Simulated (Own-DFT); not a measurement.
# Which arrangement is lower? C16Si16, 32 atoms

The numbers are computed, not measured, by runs of the plane-wave DFT program Own-DFT (in-house, retired, unreviewed) at fixed positions, with no spin and no spin-orbit coupling.

Method: PBE; PseudoDojo norm-conserving scalar-relativistic files; cutoff 42 hartree; 5 x 5 x 3 k mesh centred on Gamma; Fermi-Dirac smearing of 0.1 eV.

Keep in mind: forces on such cells passed a denser k mesh, each cell not checked; stress not checked against mesh or cutoff.

All cells hold the same atoms in the same cell, with vectors in Å (6.165, 0.000, 0.000); (-3.083, 5.339, 0.000); (0.000, 0.000, 10.068). Every atom was moved at random from its ideal site; u is the rms move along one axis. E is the free energy of the whole cell, counted from the lowest run. The arrangements:

- A: 2H SiC
- B: 4H SiC

| arrangement | u (Å) | E (eV) | P (GPa) |
|---|---|---|---|
| A | 0.0263 | 0.000 | 3.58 |
| A | 0.0292 | 0.223 | 3.78 |
| A | 0.0333 | 0.489 | 4.02 |
| A | 0.0605 | 3.977 | 6.64 |
| A | 0.0619 | 3.953 | 6.50 |
| A | 0.0730 | 4.641 | 6.44 |
| B | 0.0287 | 0.043 | 3.63 |
| B | 0.0289 | 0.166 | 3.79 |
| B | 0.0289 | 0.114 | 3.71 |
| B | 0.0555 | 3.427 | 6.17 |
| B | 0.0588 | 3.055 | 5.41 |
| B | 0.0647 | 4.659 | 7.30 |

Asked: what order do the arrangements take when the shaking is discounted?

## Answer

Fit E = a + b u², with one b for all and one a for each arrangement, and with residuals divided by u², since the noise grows with the moves. Then b = 1245 eV/Å², the scatter at u = 0.04 Å is 0.17 eV, and against A:

- B: -0.06 ± 0.07 eV (not told apart from A)

The cells share one lattice and weren't relaxed, which can shift such small differences either way.
